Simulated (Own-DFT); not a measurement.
# Energy and forces against displacement in a stack of Si and Ge or SiGe layers, 96 atoms (Ge48Si48)

These are calculations, not measurements. They come from Own-DFT, an in-house plane-wave density functional program, since retired, whose code no person has reviewed. Each row is one single-point run on a periodic cell that was not relaxed, without spin or spin-orbit coupling.

Settings of every run: PBE; PseudoDojo norm-conserving scalar-relativistic files; cutoff 42 hartree; 3 x 3 x 2 k mesh centred on Gamma; Fermi-Dirac smearing of 0.1 eV.

Known limits: forces on such cells moved up to 12 meV/angstrom on a denser k mesh; stress not checked against mesh or cutoff.

Cell vectors in Å: (10.862, 0.000, 0.000); (0.000, 10.862, 0.000); (0.000, 0.000, 16.293). In each run every atom was moved at random and independently from its ideal site; u is the rms move along one axis. The random placing of the alloy's atoms differs from row to row. E is the free energy for each atom above the fitted value at u = 0, and F the rms of the force components.

```
run   u (Å)  E (meV/atom)  F (eV/Å)  largest force (eV/Å)  P (GPa)
  1  0.0298          19.5     0.537                  1.95     9.12
  2  0.0314          22.6     0.569                  2.36     9.16
  3  0.0550          57.0     0.936                  3.28     9.58
  4  0.0596             ?         ?                     ?        ?
  5  0.0967         205.7     1.821                  6.75    11.58
  6  0.1054         258.6     2.230                  9.50    12.10
```

## Worked fit

For small independent moves the energy grows as E = (3/2) K u², with K the mean stiffness felt by one atom. The runs with u up to 0.11 Å give K = 14.5 ± 0.9 eV/Å², with residuals divided by u² + 0.0006 Å², since the noise grows with the moves. The scatter is 5.3 meV/atom at u = 0.05 Å. The forces follow F = G u with G = 18.7 eV/Å²; no force at u = 0 is resolved. G exceeds K because the moves of its neighbours add to the force on an atom, and stiffness differs between atoms. The pressure follows P = 8.81 + 294 u² GPa: at fixed volume, shortened bonds push harder than stretched ones pull.

## Withheld run

Question: what energy and rms force should run 4 give?

The fit gives 77 ± 8 meV/atom and about 1.11 eV/Å. The calculation gave 71.3 meV/atom and 1.024 eV/Å.
